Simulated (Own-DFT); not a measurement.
## Calculated data, Ti₁₂O₂₃ (rutile with two vacancies, strained, atoms displaced), Si₂₄O₄₇ (quartz with one vacancy, atoms displaced)

All values are calculated (Own-DFT development build). A calculation, not a measurement: plane-wave PBE density functional theory by an unreviewed code, no spin, of a simulated periodic cell, stress positive in tension, free energy of the whole cell less one offset for each atom, defect cell not probed for a lower state with spin; oxygen file: force components 24 meV/angstrom off all-electron in one glass; forces on such cells passed a denser k mesh, this cell's mesh not checked; offsets are fitted by least squares, one for each functional and potential file, so energies compare only between cells with the same atoms and settings and are not formation energies; the far tail of each file's local potential was reset to the Coulomb form; each entry is a single point on an unrelaxed cell, so the pressure reflects the starting lattice, mostly measured values (interpolated for alloys), from which strain is counted, and rises with the displacements; printed positions are rounded, which can move forces by about a meV/angstrom; the program, named Own-DFT, is a retired in-house code; no spin-orbit coupling; before rounding, a Quantum ESPRESSO 7.3.1 run of the same cell and cutoff gave forces within 1 meV/angstrom rms on each cell, which checks the program and not the settings.

Common to all runs: functional PBE; potential files PseudoDojo norm-conserving, scalar-relativistic, standard set; wave cutoff 72 hartree; occupations Fermi-Dirac; smearing width 0.1 eV.

(1) Ti₁₂O₂₃ (rutile with two vacancies, strained, atoms displaced)

```
cell vectors (Å)
   9.0866     0.0085    -0.1096
   0.0085     9.1564     0.1256
  -0.1059     0.1213     8.7115
atoms (fractions of the cell vectors)
Ti  0.99694  0.00102  0.99521
Ti  0.24808  0.24940  0.16557
O   0.15271  0.14829  0.99806
O   0.34663  0.34889  0.00676
O   0.40275  0.10586  0.16584
O   0.10052  0.40405  0.16608
Ti  0.00034  0.99599  0.33046
Ti  0.24871  0.24974  0.49377
O   0.15345  0.15936  0.33311
O   0.34853  0.34707  0.33607
O   0.40264  0.10483  0.49628
O   0.10230  0.40070  0.49835
Ti  0.00194  0.99692  0.66565
Ti  0.24643  0.24775  0.83170
O   0.15706  0.14874  0.66866
O   0.34702  0.34790  0.66461
O   0.40295  0.09127  0.82764
O   0.09781  0.39779  0.83379
Ti  0.00153  0.50145  0.00441
Ti  0.24865  0.74607  0.16379
O   0.15575  0.65176  0.99985
O   0.34998  0.84776  0.99508
O   0.40274  0.60043  0.16312
O   0.09733  0.90124  0.16687
Ti  0.00069  0.50247  0.33361
Ti  0.25116  0.75012  0.49978
O   0.15469  0.65377  0.33276
O   0.34564  0.84501  0.33979
O   0.40343  0.59624  0.49797
O   0.09606  0.90581  0.49992
Ti  0.99899  0.49790  0.66809
Ti  0.24968  0.75160  0.83401
O   0.15485  0.65044  0.67016
O   0.34917  0.84476  0.66344
O   0.40438  0.59889  0.83319
Ti  0.49800  0.99745  0.99908
Ti  0.75176  0.25036  0.16969
O   0.64864  0.15701  0.99728
O   0.84712  0.35438  0.00217
O   0.89905  0.10148  0.17047
O   0.59851  0.40035  0.16575
Ti  0.50106  0.00562  0.32780
Ti  0.74439  0.24777  0.50595
O   0.65441  0.15941  0.33059
O   0.84490  0.35011  0.33179
O   0.89851  0.09589  0.50273
O   0.59791  0.40304  0.49416
Ti  0.50399  0.99703  0.66733
Ti  0.74785  0.25055  0.83678
O   0.65157  0.15081  0.67018
O   0.84563  0.34346  0.66338
O   0.59252  0.40219  0.83053
Ti  0.50262  0.50557  0.00033
Ti  0.75627  0.75227  0.16641
O   0.65507  0.65458  0.99682
O   0.85020  0.85371  0.99803
O   0.90756  0.60230  0.16706
O   0.59467  0.90382  0.16379
Ti  0.49851  0.50593  0.33634
Ti  0.74961  0.75026  0.50016
O   0.64992  0.64565  0.33539
O   0.84618  0.84975  0.33633
O   0.90084  0.59543  0.50487
O   0.59541  0.90114  0.50488
Ti  0.49910  0.49701  0.66722
Ti  0.74943  0.74853  0.83292
O   0.65220  0.65431  0.66634
O   0.84773  0.84945  0.66099
O   0.90424  0.59965  0.83356
O   0.60099  0.90340  0.82794
```

* k mesh: 3 x 3 x 3 centred on Gamma
* free energy of cell above offsets: -13.187 eV
* pressure: 13.93 GPa
* stress xx: -12.69 GPa
* stress yy: -11.6 GPa
* stress zz: -17.5 GPa
* stress yz: 3.98 GPa
* stress xz: -3.47 GPa
* stress xy: 0.37 GPa

Force:
```
element  x (eV/Å)  y (eV/Å)  z (eV/Å)
     Ti     0.304     0.389     2.048
     Ti     0.649      0.85    -0.053
      O    -0.861    -0.706    -0.059
      O     0.192     0.193    -0.883
      O     0.312    -1.019    -0.394
      O    -0.245      0.11     0.502
     Ti     0.016     0.851    -0.002
     Ti     0.869     0.259     0.553
      O    -1.374    -1.526    -0.245
      O     0.132     0.435    -0.655
      O     0.612    -0.896    -0.205
      O    -0.853     0.707     0.481
     Ti    -0.138     0.469    -2.096
     Ti     0.865      0.44    -0.126
      O    -1.286    -1.034       0.2
      O     0.297     0.297     0.569
      O    -0.564     0.699     0.294
      O    -0.125     0.112     0.441
     Ti     -0.22    -0.601    -0.768
     Ti     0.453     0.455     1.055
      O      -0.6     0.209    -0.537
      O    -0.488     0.345     0.143
      O    -0.263     0.354    -0.318
      O     0.019     0.094    -0.389
     Ti    -0.078    -0.946     0.945
     Ti     0.195    -0.098    -0.009
      O     -0.69    -0.521    -0.126
      O     0.724     0.911    -0.936
      O    -0.664     0.583     0.021
      O     0.642    -0.691      0.81
     Ti     0.398    -0.097    -0.044
     Ti     1.083    -1.118    -1.018
      O    -0.675     0.147     0.271
      O    -0.339     0.446      0.74
      O    -0.662     0.643     -0.49
     Ti    -0.058     0.845    -0.655
     Ti    -0.202     0.952     0.132
      O     0.309    -0.713    -0.417
      O     0.261    -0.428    -0.911
      O     0.423    -0.437    -0.961
      O    -0.252     0.483    -0.032
     Ti    -0.343     -0.02     1.364
     Ti     0.378     0.259    -1.135
      O    -1.075    -1.511     0.474
      O     0.835     0.512     0.364
      O     0.252      0.07     0.201
      O     0.303     -0.43     1.117
     Ti    -1.027     0.435    -1.056
     Ti    -0.826     1.168     0.303
      O     0.412    -0.052     0.514
      O     0.777     0.272     0.949
      O     1.217    -0.767     0.764
     Ti    -0.253    -1.178     0.737
     Ti    -0.722     -0.29     0.347
      O    -0.031    -0.038      0.55
      O     0.138     0.184     0.023
      O    -0.592     0.599    -0.507
      O     0.773    -0.618     0.695
     Ti    -0.071    -0.969    -0.679
     Ti      -0.7    -0.327     0.197
      O     1.088      1.33    -0.651
      O     0.115    -0.031     -0.59
      O     0.011     0.293    -0.787
      O     0.378    -0.036    -0.795
     Ti    -0.552    -0.125    -0.372
     Ti     0.322    -0.005    -0.791
      O    -0.155    -0.329     0.251
      O     0.848     0.473     0.751
      O    -0.095     0.158      -0.4
      O     0.478    -0.473     1.285
```

(2) Ti₁₂O₂₃ (rutile with two vacancies, strained, atoms displaced)

```
cell vectors (Å)
   9.1462    -0.0277     0.1033
  -0.0277     9.3038     0.0772
   0.0998     0.0746     8.8004
atoms (fractions of the cell vectors)
Ti  0.99983  0.00060  0.00428
Ti  0.25245  0.24260  0.16834
O   0.15175  0.15475  0.99633
O   0.35408  0.34889  0.99604
O   0.40303  0.09889  0.16595
O   0.09947  0.40449  0.16439
Ti  0.00317  0.99815  0.32652
Ti  0.24729  0.24821  0.49679
O   0.15194  0.15258  0.33284
O   0.34706  0.34842  0.33063
O   0.40447  0.09880  0.50107
O   0.10159  0.40217  0.49632
Ti  0.00215  0.00249  0.66572
Ti  0.25246  0.25796  0.82644
O   0.14966  0.14931  0.66823
O   0.34634  0.34358  0.66799
O   0.09765  0.39976  0.82616
Ti  0.00415  0.50246  0.99761
Ti  0.25065  0.75188  0.16225
O   0.15347  0.65859  0.99281
O   0.34727  0.84622  0.00057
O   0.40065  0.59804  0.16658
O   0.09740  0.90347  0.16693
Ti  0.99724  0.50323  0.33188
Ti  0.24517  0.74924  0.50095
O   0.15012  0.64950  0.33140
O   0.34552  0.84550  0.34074
O   0.40452  0.59713  0.49902
O   0.09569  0.90126  0.49760
Ti  0.00135  0.50129  0.67279
Ti  0.24834  0.74512  0.83294
O   0.15144  0.64868  0.66488
O   0.34715  0.84353  0.66811
O   0.39924  0.59098  0.83522
O   0.10091  0.90153  0.83420
Ti  0.50001  0.99308  0.99948
Ti  0.74829  0.24792  0.16260
O   0.65057  0.15042  0.00621
O   0.84244  0.34951  0.00081
O   0.90577  0.09599  0.16545
O   0.60398  0.40282  0.16487
Ti  0.49508  0.00105  0.33010
Ti  0.75041  0.24843  0.49216
O   0.65172  0.15004  0.32736
O   0.85393  0.34203  0.33353
O   0.90277  0.10066  0.50110
O   0.60065  0.39840  0.49811
Ti  0.49971  0.99660  0.66899
Ti  0.75262  0.24914  0.83333
O   0.65400  0.15403  0.67482
O   0.84554  0.34341  0.67054
O   0.89503  0.09796  0.83068
O   0.60024  0.40127  0.84063
Ti  0.50127  0.50085  0.00219
Ti  0.74342  0.74673  0.16340
O   0.65414  0.65259  0.99795
O   0.84809  0.85646  0.00453
O   0.89948  0.59936  0.16869
O   0.59399  0.89749  0.16257
Ti  0.49652  0.49430  0.33187
Ti  0.74957  0.74906  0.49600
O   0.65534  0.66183  0.33217
O   0.84661  0.84573  0.33485
O   0.90178  0.59189  0.49821
O   0.60196  0.90148  0.50038
Ti  0.50108  0.50215  0.67247
Ti  0.75296  0.75338  0.83339
O   0.65450  0.65233  0.66779
O   0.84886  0.84990  0.66453
O   0.90224  0.59842  0.83305
```

- k mesh: 3 x 3 x 3 centred on Gamma
- free energy of cell above offsets: -14.551 eV
- pressure: 5.74 GPa
- stress xx: -5.61 GPa
- stress yy: -3.68 GPa
- stress zz: -7.92 GPa
- stress yz: 2.87 GPa
- stress xz: 3.5 GPa
- stress xy: -1.42 GPa

Force:
```
element  x (eV/Å)  y (eV/Å)  z (eV/Å)
     Ti     0.011     0.396    -1.665
     Ti    -0.549     0.966    -1.348
      O     0.646     -0.23      0.16
      O    -0.506    -0.919     -0.18
      O    -0.211    -0.262    -0.465
      O     0.097    -0.034    -0.607
     Ti    -1.171    -0.167     1.603
     Ti    -0.604     0.514     0.204
      O     0.095    -0.182     0.174
      O     0.248    -0.175    -0.139
      O    -0.123    -0.126     0.434
      O     0.172    -0.307     0.452
     Ti    -0.649    -0.106     0.094
     Ti    -1.601     0.397      1.64
      O      1.07     0.399     0.277
      O     1.065     0.293    -0.733
      O     0.398    -0.103     0.878
     Ti    -0.621    -0.771     1.432
     Ti    -0.091    -0.779     1.637
      O    -1.009     -1.11     1.441
      O     0.943     0.872    -0.724
      O      0.06     0.124     0.069
      O     0.679    -0.477    -0.241
     Ti     0.285    -0.425     0.286
     Ti     0.015    -0.229    -0.678
      O     0.433     0.635     0.034
      O     0.354     0.457    -1.153
      O      0.07    -0.294     0.261
      O     0.288    -0.097       0.1
     Ti    -0.876    -0.563    -1.944
     Ti      0.09     1.048    -1.111
      O    -0.011     0.064     0.669
      O     0.896     0.909    -0.237
      O    -0.055     0.488    -0.255
      O    -0.117     0.063    -0.072
     Ti     0.464     0.494     1.924
     Ti     0.296     0.357    -0.036
      O    -0.801    -0.871    -0.277
      O     1.086     0.452    -0.136
      O    -0.265      0.34     0.236
      O    -0.547     0.459     0.374
     Ti     0.531     -0.29     1.055
     Ti     0.299    -0.019      0.83
      O    -0.263    -0.256     0.671
      O    -0.347    -0.008    -0.282
      O     0.155    -0.408    -0.166
      O    -0.508     0.511     0.019
     Ti      0.74      0.04    -2.926
     Ti     0.024    -0.021    -0.449
      O    -1.706    -1.388     -0.22
      O     0.652     0.801    -0.676
      O     0.959    -0.668     0.432
      O    -0.507     0.556    -0.705
     Ti     0.139    -0.744    -0.047
     Ti     0.813     0.221     0.567
      O    -0.302     0.479    -0.338
      O    -0.751    -0.668    -0.983
      O     0.269    -0.201    -0.808
      O    -0.196     0.232    -0.257
     Ti     0.253     0.216     0.885
     Ti     0.433      0.29     0.002
      O    -1.215    -1.341     0.326
      O     0.701     0.712    -0.569
      O    -0.336     0.377     0.405
      O    -0.672     0.502     0.596
     Ti     0.772    -0.084    -0.875
     Ti     1.382    -0.589    -0.785
      O    -0.566     0.087     1.019
      O    -0.549      -0.2     0.696
      O    -0.157     0.362     0.208
```

(3) Si₂₄O₄₇ (quartz with one vacancy, atoms displaced)

```
cell vectors (Å)
   9.8268     0.0000     0.0000
  -4.9134     8.5103     0.0000
   0.0000     0.0000    10.8104
atoms (fractions of the cell vectors)
Si  0.23850  0.00262  0.99734
Si  0.99791  0.23997  0.33689
Si  0.26528  0.26312  0.16528
O   0.20930  0.13453  0.06151
O   0.42667  0.29423  0.22673
O   0.36666  0.07915  0.39487
O   0.07108  0.36542  0.43922
O   0.12971  0.20507  0.27847
O   0.29045  0.42822  0.10603
Si  0.22988  0.00296  0.49967
Si  0.99961  0.22821  0.83607
Si  0.26564  0.26618  0.66850
O   0.21059  0.13747  0.56249
O   0.42978  0.29494  0.72303
O   0.37134  0.07338  0.89301
O   0.07134  0.36969  0.94124
O   0.13739  0.21125  0.77642
Si  0.23552  0.50015  0.00522
Si  0.00305  0.73819  0.33209
Si  0.26491  0.76148  0.16862
O   0.20565  0.62970  0.05498
O   0.42728  0.79398  0.22353
O   0.36996  0.57381  0.39018
O   0.07340  0.86527  0.44552
O   0.13267  0.70513  0.27204
O   0.29320  0.93318  0.10584
Si  0.23939  0.50171  0.50114
Si  0.99843  0.73490  0.83367
Si  0.25466  0.76027  0.66689
O   0.20747  0.63488  0.56665
O   0.42552  0.78915  0.72533
O   0.36715  0.56761  0.88818
O   0.07328  0.86592  0.93917
O   0.13276  0.70537  0.77305
O   0.29801  0.93196  0.61009
Si  0.73350  0.00078  0.99873
Si  0.49755  0.23870  0.33316
Si  0.76076  0.26370  0.17275
O   0.71075  0.13358  0.05738
O   0.92588  0.29073  0.23230
O   0.86927  0.07141  0.39758
O   0.56828  0.36790  0.44133
O   0.62968  0.20572  0.27523
O   0.79107  0.42754  0.11161
Si  0.74197  0.00093  0.49266
Si  0.50099  0.23367  0.83247
Si  0.76411  0.26523  0.66966
O   0.70245  0.13426  0.55281
O   0.93266  0.29516  0.73224
O   0.86523  0.07406  0.89315
O   0.57601  0.36767  0.94170
O   0.63022  0.20581  0.77277
O   0.79246  0.42659  0.60752
Si  0.73806  0.49948  0.99949
Si  0.49826  0.72980  0.33374
Si  0.77054  0.76662  0.17114
O   0.70667  0.62876  0.06062
O   0.92940  0.79926  0.22713
O   0.86861  0.57630  0.39210
O   0.58132  0.86864  0.44166
O   0.63071  0.70516  0.27673
O   0.79315  0.92649  0.10365
Si  0.73105  0.50116  0.49837
Si  0.50115  0.73516  0.83027
Si  0.77192  0.76305  0.66788
O   0.70557  0.63361  0.55916
O   0.92312  0.78862  0.73053
O   0.85934  0.56842  0.89349
O   0.57849  0.86857  0.93806
O   0.63187  0.71209  0.77733
O   0.78399  0.92708  0.60366
```

* k mesh: 3 x 3 x 2 centred on Gamma
* free energy of cell above offsets: -22.620 eV
* pressure: 7.88 GPa
* stress xx: -9.86 GPa
* stress yy: -5.86 GPa
* stress zz: -7.93 GPa
* stress yz: -0.49 GPa
* stress xz: 0.91 GPa
* stress xy: -1 GPa

Force:
```
element  x (eV/Å)  y (eV/Å)  z (eV/Å)
     Si    -0.797    -0.366    -0.007
     Si     2.188    -3.018    -0.219
     Si    -2.014     1.108     1.964
      O    -0.296     -0.81    -1.403
      O    -0.433     0.705    -0.936
      O    -0.511    -1.014     0.089
      O      0.31     2.997     2.409
      O     1.423     0.396    -1.377
      O     2.293    -1.799     2.832
     Si     3.284      0.23     1.325
     Si    -0.629     3.124     0.834
     Si    -1.129     2.955    -1.404
      O    -1.057    -0.394    -0.521
      O     0.463     0.196     0.472
      O    -0.322    -0.577    -0.196
      O     0.272    -0.813    -0.034
      O     1.028    -0.834     0.154
     Si     0.474    -0.902    -5.455
     Si    -0.441    -0.155     0.917
     Si    -0.807     1.431    -3.036
      O    -2.041     3.387     2.345
      O       1.2    -0.099     0.959
      O    -1.403      -2.4     1.297
      O    -1.093    -1.312    -1.143
      O    -0.157    -0.305     0.547
      O     1.546    -2.416     1.874
     Si     0.477    -2.286     2.072
     Si      1.39    -1.855     1.549
     Si     3.407     4.282     1.078
      O     0.454    -3.167    -3.574
      O    -1.911     0.354     -1.07
      O    -0.678    -0.173     1.271
      O    -0.051     0.616     0.392
      O    -2.229     -0.81      2.08
      O    -1.005    -0.175    -0.709
     Si     1.112    -0.749      0.22
     Si     0.699    -0.582      0.77
     Si     1.491     0.036    -2.383
      O    -1.536     2.265     1.951
      O    -2.611     0.762    -2.295
      O     3.187     2.431    -3.968
      O    -0.133     0.396     0.028
      O    -0.379    -0.496     0.776
      O     0.707    -0.421     0.494
     Si    -4.254     0.489     4.119
     Si    -1.023     1.747     0.651
     Si     2.003    -1.075    -1.821
      O     0.654     0.788     0.983
      O      -2.2    -0.022    -1.715
      O      0.33    -1.483     0.024
      O    -0.782    -1.411    -0.825
      O     1.355    -0.507    -0.073
      O    -0.499     0.889    -0.483
     Si    -1.348    -0.968     1.937
     Si    -0.316     4.274     0.071
     Si    -3.367    -0.835    -2.644
      O    -0.611     1.856     1.533
      O     2.068     0.541     0.904
      O    -0.427    -0.485      0.21
      O    -2.046    -2.816    -2.314
      O     2.555    -0.126    -1.399
      O      0.84    -0.834      1.22
     Si     1.913    -0.845     0.315
     Si    -2.834    -0.247     2.049
     Si    -6.008     1.418    -0.899
      O    -0.449     0.582     0.336
      O     1.305      1.14    -0.496
      O     2.365      2.06    -2.546
      O    -1.423    -1.038    -0.366
      O     5.312    -0.402    -2.842
      O     3.147     -2.43     3.103
```
